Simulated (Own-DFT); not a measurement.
Hf₁₆O₃₁ (monoclinic hafnia with two neutral oxygen vacancies, strained, atoms displaced) (calculated)

All values are calculated (Own-DFT development build). A calculation, not a measurement: plane-wave PBE and HSE06 DFT by an unreviewed code, no spin, of a simulated cell at Gamma alone, so results move with cell size and shape, stress positive in tension, energies less offsets, not probed for a lower state with spin; hafnium file: forces about 75 meV/angstrom off all-electron values; oxygen file: force components 24 meV/angstrom off all-electron in a glass; k mesh not checked against a denser one; forces and stress are PBE's, HSE06 gives the energy alone, and its difference from PBE has offsets of its own; offsets are fitted by least squares, one for each functional and potential file, so energies compare only between cells with the same atoms and settings and are not formation energies; the far tail of each file's local potential was reset to the Coulomb form; each entry is a single point on an unrelaxed cell, so the pressure reflects the starting lattice, mostly measured values, from which strain is counted, and rises with the displacements; printed positions are rounded, which can move forces by about a meV/angstrom; the program is a retired in-house code; no spin-orbit coupling.

```cif
# cell vector a (Å): 10.0759 -0.1388 0.0670
# cell vector b (Å): -0.1404 10.5156 0.1531
# cell vector c (Å): -1.6010 0.1775 10.5227
data_Hf16O31
_symmetry_space_group_name_H-M 'P 1'
_symmetry_Int_Tables_number 1
_cell_length_a 10.0771
_cell_length_b 10.5177
_cell_length_c 10.6453
_cell_angle_alpha 88.105
_cell_angle_beta 98.281
_cell_angle_gamma 91.548
_cell_volume 1115.61
loop_
_atom_site_label
_atom_site_type_symbol
_atom_site_fract_x
_atom_site_fract_y
_atom_site_fract_z
_atom_site_occupancy
Hf1 Hf 0.13902 0.01173 0.10168 1
Hf2 Hf 0.35957 0.27255 0.14534 1
Hf3 Hf 0.36360 0.47821 0.39708 1
Hf4 Hf 0.13733 0.23477 0.35127 1
O1 O 0.03502 0.16458 0.17530 1
O2 O 0.46299 0.41704 0.07133 1
O3 O 0.46045 0.33970 0.32922 1
O4 O 0.03951 0.08742 0.42660 1
O5 O 0.21571 0.37850 0.23495 1
O6 O 0.27221 0.12821 0.00905 1
O7 O 0.27728 0.11793 0.26102 1
O8 O 0.22365 0.36969 0.48879 1
Hf5 Hf 0.13569 0.02232 0.61117 1
Hf6 Hf 0.36538 0.27181 0.64148 1
Hf7 Hf 0.35965 0.48195 0.90076 1
Hf8 Hf 0.13301 0.22663 0.84947 1
O9 O 0.03699 0.16423 0.67535 1
O10 O 0.47071 0.41495 0.57680 1
O11 O 0.46065 0.33762 0.82898 1
O12 O 0.03542 0.08144 0.92255 1
O13 O 0.22574 0.38137 0.74229 1
O14 O 0.27172 0.12884 0.50854 1
O15 O 0.28064 0.12446 0.76205 1
O16 O 0.22378 0.37291 0.99216 1
Hf9 Hf 0.13808 0.52376 0.10182 1
Hf10 Hf 0.35745 0.76519 0.14109 1
Hf11 Hf 0.35915 0.97494 0.39390 1
Hf12 Hf 0.14186 0.72831 0.35450 1
O17 O 0.03738 0.66460 0.17689 1
O18 O 0.46538 0.91672 0.08168 1
O19 O 0.46498 0.83701 0.33076 1
O20 O 0.04200 0.58838 0.42614 1
O21 O 0.22891 0.88089 0.23849 1
O22 O 0.27736 0.62836 0.00960 1
O23 O 0.27174 0.61907 0.26186 1
O24 O 0.22096 0.86798 0.48930 1
Hf13 Hf 0.14283 0.51573 0.60333 1
Hf14 Hf 0.36258 0.76944 0.64506 1
Hf15 Hf 0.36432 0.97913 0.89458 1
Hf16 Hf 0.13208 0.72874 0.85472 1
O25 O 0.03939 0.66243 0.67457 1
O26 O 0.46000 0.91426 0.57749 1
O27 O 0.46017 0.83654 0.82733 1
O28 O 0.03606 0.58751 0.92361 1
O29 O 0.22637 0.88355 0.74184 1
O30 O 0.27427 0.62907 0.50730 1
O31 O 0.27881 0.62727 0.76091 1
O32 O 0.22980 0.86665 0.99180 1
Hf17 Hf 0.63974 0.02006 0.10318 1
Hf18 Hf 0.86353 0.27086 0.14624 1
Hf19 Hf 0.86684 0.47919 0.39130 1
Hf20 Hf 0.63839 0.22941 0.35114 1
O33 O 0.54246 0.16958 0.17540 1
O34 O 0.95879 0.41741 0.07642 1
O35 O 0.96356 0.33464 0.32954 1
O36 O 0.53627 0.08275 0.42801 1
O37 O 0.72362 0.37658 0.23867 1
O38 O 0.77560 0.13036 0.01128 1
O39 O 0.77566 0.12001 0.26195 1
O40 O 0.72727 0.37377 0.49375 1
Hf21 Hf 0.63535 0.01916 0.59832 1
Hf22 Hf 0.86684 0.26973 0.64708 1
Hf23 Hf 0.86330 0.47864 0.89996 1
Hf24 Hf 0.64220 0.23268 0.85181 1
O41 O 0.54231 0.16523 0.67166 1
O42 O 0.96442 0.41699 0.58147 1
O43 O 0.96053 0.33012 0.82422 1
O44 O 0.53633 0.08492 0.92486 1
O45 O 0.72258 0.38049 0.74054 1
O46 O 0.77830 0.12630 0.50774 1
O47 O 0.77578 0.12134 0.76124 1
O48 O 0.72678 0.37074 0.98927 1
Hf25 Hf 0.63525 0.52250 0.10146 1
Hf26 Hf 0.85966 0.77221 0.14976 1
Hf27 Hf 0.86167 0.98169 0.39383 1
Hf28 Hf 0.64147 0.73230 0.35357 1
O49 O 0.53739 0.66402 0.17180 1
O50 O 0.96315 0.91495 0.07642 1
O51 O 0.95899 0.82839 0.32970 1
O52 O 0.53517 0.58710 0.42687 1
O53 O 0.72487 0.88160 0.23977 1
O54 O 0.72274 0.87132 0.49510 1
Hf29 Hf 0.63887 0.52095 0.60352 1
Hf30 Hf 0.86262 0.76996 0.64592 1
Hf31 Hf 0.86237 0.98248 0.89124 1
Hf32 Hf 0.64057 0.73108 0.85389 1
O55 O 0.54442 0.66742 0.67317 1
O56 O 0.96103 0.91212 0.57435 1
O57 O 0.96735 0.83350 0.82834 1
O58 O 0.53466 0.58544 0.92151 1
O59 O 0.72120 0.88066 0.74067 1
O60 O 0.77710 0.62460 0.50895 1
O61 O 0.77760 0.61953 0.75874 1
O62 O 0.72344 0.86817 0.99284 1
_calc_first_functional 'PBE'
_calc_second_functional 'HSE06'
_calc_exact_exchange_share 0.25
_calc_screening 0.11  # 1/bohr
_calc_exchange_divergence 'Gygi-Baldereschi'
_calc_potential_files 'PseudoDojo norm-conserving, scalar-relativistic, made for PBE, standard set'
_calc_wave_cutoff 48  # hartree
_calc_occupations 'fixed'
_calc_k_mesh '1 x 1 x 1 centred on Gamma'
_calc_PBE_energy_of_cell_above_offsets '-90.411'  # eV
_calc_HSE06_less_PBE_above_offsets '0.779'  # eV
_calc_PBE_pressure 1.97  # GPa
_calc_PBE_stress_xx -5.84  # GPa
_calc_PBE_stress_yy 1.09  # GPa
_calc_PBE_stress_zz -1.16  # GPa
_calc_PBE_stress_yz 3.43  # GPa
_calc_PBE_stress_xz 0.63  # GPa
_calc_PBE_stress_xy -4.86  # GPa
```

Force:
```
element  x (eV/Å)  y (eV/Å)  z (eV/Å)
     Hf     0.284     1.715     0.962
     Hf    -0.071    -0.989     0.001
     Hf      0.12       0.8    -0.377
     Hf     0.366    -1.576     0.188
      O     -0.07    -0.093    -0.445
      O     0.045    -0.374     0.899
      O     0.642    -0.981    -0.641
      O    -1.225    -0.742    -0.134
      O     0.667     0.257     -0.03
      O      0.32     0.396     0.221
      O    -0.069     0.526    -0.155
      O     0.002     0.215     0.284
     Hf     1.079    -0.448    -1.147
     Hf    -0.126    -1.076     1.365
     Hf     0.478    -0.635    -2.129
     Hf     1.663     0.894     1.062
      O    -0.383     0.152    -0.087
      O    -0.848    -0.086    -0.391
      O     0.907     -0.66    -0.358
      O    -0.229    -0.313    -0.144
      O    -0.207    -0.115    -0.663
      O     0.663     0.413     0.686
      O    -0.489    -0.125    -0.111
      O    -0.809    -0.422    -0.119
     Hf    -0.493    -0.534     1.168
     Hf     1.228     0.913     1.174
     Hf     0.042     0.561     0.142
     Hf    -0.332     0.774     0.242
      O    -0.739     0.213    -0.714
      O    -0.062    -0.118    -0.247
      O      0.48    -0.825    -0.535
      O    -1.568     -1.43     -0.16
      O    -0.443    -0.703    -0.351
      O      0.04     0.143     0.256
      O     0.761    -0.097    -0.411
      O    -0.175    -0.035    -0.036
     Hf    -0.511     1.297     1.055
     Hf    -0.329    -0.483     0.527
     Hf     0.121     0.158    -0.109
     Hf     1.922     0.836    -1.413
      O    -0.544     0.388    -0.071
      O     0.712     0.739    -0.226
      O     1.045    -0.704     0.095
      O    -0.973    -1.208     0.698
      O    -0.421    -0.001    -0.463
      O     1.005    -0.012      0.49
      O    -0.221    -0.763     0.375
      O    -0.999    -0.009    -0.088
     Hf    -0.616     0.488     0.343
     Hf    -0.494    -0.974     0.104
     Hf    -1.076      0.24     0.747
     Hf    -0.054      0.22     0.781
      O    -1.004     0.274    -0.371
      O     1.352     0.794     0.098
      O     0.265    -0.124    -0.206
      O    -0.422     0.319    -0.991
      O     0.254     0.935    -0.131
      O     0.679     0.134    -0.292
      O      0.13     0.062    -0.018
      O    -0.055    -0.719    -0.896
     Hf     0.138     0.143      1.28
     Hf    -1.774      0.18    -0.664
     Hf    -0.634    -0.039    -1.746
     Hf    -1.134     0.074     0.082
      O    -1.031     0.726    -0.007
      O     0.841     0.468     -0.63
      O      0.34     0.163      0.73
      O     0.072     0.005    -0.102
      O     0.401    -0.182    -0.067
      O     0.325     0.524     0.168
      O     0.444    -0.095     0.133
      O      -0.6    -0.058     0.062
     Hf     0.548     0.154     0.615
     Hf     0.217     -0.41     0.011
     Hf     0.542    -0.266      0.41
     Hf    -0.717    -0.447     0.618
      O    -0.143     0.325     0.203
      O     0.177     0.158    -0.178
      O     0.277     0.112    -0.122
      O    -0.257     0.026    -0.578
      O     0.041    -0.307     0.019
      O    -0.047    -0.465    -0.873
     Hf     0.913     0.421     0.631
     Hf    -0.333    -0.992    -0.012
     Hf    -0.924    -0.911      0.23
     Hf     -0.42     0.131    -0.297
      O    -1.167     0.508    -0.167
      O     1.057     0.999      0.24
      O    -0.721     0.544    -0.182
      O     0.514     0.175     0.399
      O     0.724    -0.046    -0.039
      O     0.686     1.053    -0.555
      O     0.204      0.06       1.3
      O     0.218    -0.218    -0.218
```
